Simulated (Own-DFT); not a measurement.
# Energy and forces against displacement in zincblende InP, 64 atoms (In32P32)

All numbers below are calculated, not measured. They come from Own-DFT, an in-house plane-wave density functional program, since retired, whose code no person has reviewed. Each row is one single-point run on a periodic cell that was not relaxed, without spin or spin-orbit coupling.

Settings of every run: PBE; PseudoDojo norm-conserving scalar-relativistic files; cutoff 36 hartree; 3 x 3 x 3 k mesh centred on Gamma; Fermi-Dirac smearing of 0.1 eV.

Known limits: forces on such cells moved up to 12 meV/angstrom on a denser k mesh; stress not checked against mesh or cutoff.

Cell vectors in Å: (11.737, 0.000, 0.000); (0.000, 11.737, 0.000); (0.000, 0.000, 11.737). In each run every atom was moved at random and independently from its ideal site; u is the rms move along one axis. E is the free energy for each atom above the fitted value at u = 0, and F the rms of the force components.

| run | u (Å) | E (meV/atom) | F (eV/Å) | largest force (eV/Å) | P (GPa) |
|---|---|---|---|---|---|
| 1 | 0.0217 | 6.1 | 0.266 | 0.96 | 3.22 |
| 2 | 0.0218 | 7.3 | 0.295 | 1.04 | 3.24 |
| 3 | 0.0454 | ? | ? | ? | ? |
| 4 | 0.0544 | 38.8 | 0.619 | 2.12 | 3.62 |
| 5 | 0.0937 | 131.8 | 1.306 | 6.09 | 4.73 |
| 6 | 0.1011 | 144.7 | 1.257 | 5.13 | 5.02 |
| 7 | 0.1077 | 155.0 | 1.288 | 6.05 | 5.09 |
| 8 | 0.1426 | 348.1 | 2.220 | 7.40 | 7.59 |
| 9 | 0.1901 | 511.7 | 2.891 | 12.60 | 9.69 |

## Worked fit

For small independent moves the energy grows as E = (3/2) K u², with K the mean stiffness felt by one atom. The runs with u up to 0.11 Å give K = 9.3 ± 0.3 eV/Å², with residuals divided by u² + 0.0006 Å², since the noise grows with the moves. The scatter is 2.4 meV/atom at u = 0.05 Å. The forces follow F = G u with G = 12.6 eV/Å²; no force at u = 0 is resolved. G exceeds K because the moves of its neighbours add to the force on an atom, and stiffness differs between atoms. At u = 0.190 Å the parabola gives 505 meV/atom and the run 512. The pressure follows P = 3.14 + 176 u² GPa: at fixed volume, shortened bonds push harder than stretched ones pull.

## Withheld run

Question: what energy and rms force should run 3 give?

The fit gives 29 ± 2 meV/atom and about 0.57 eV/Å. The calculation gave 32.0 meV/atom and 0.601 eV/Å.
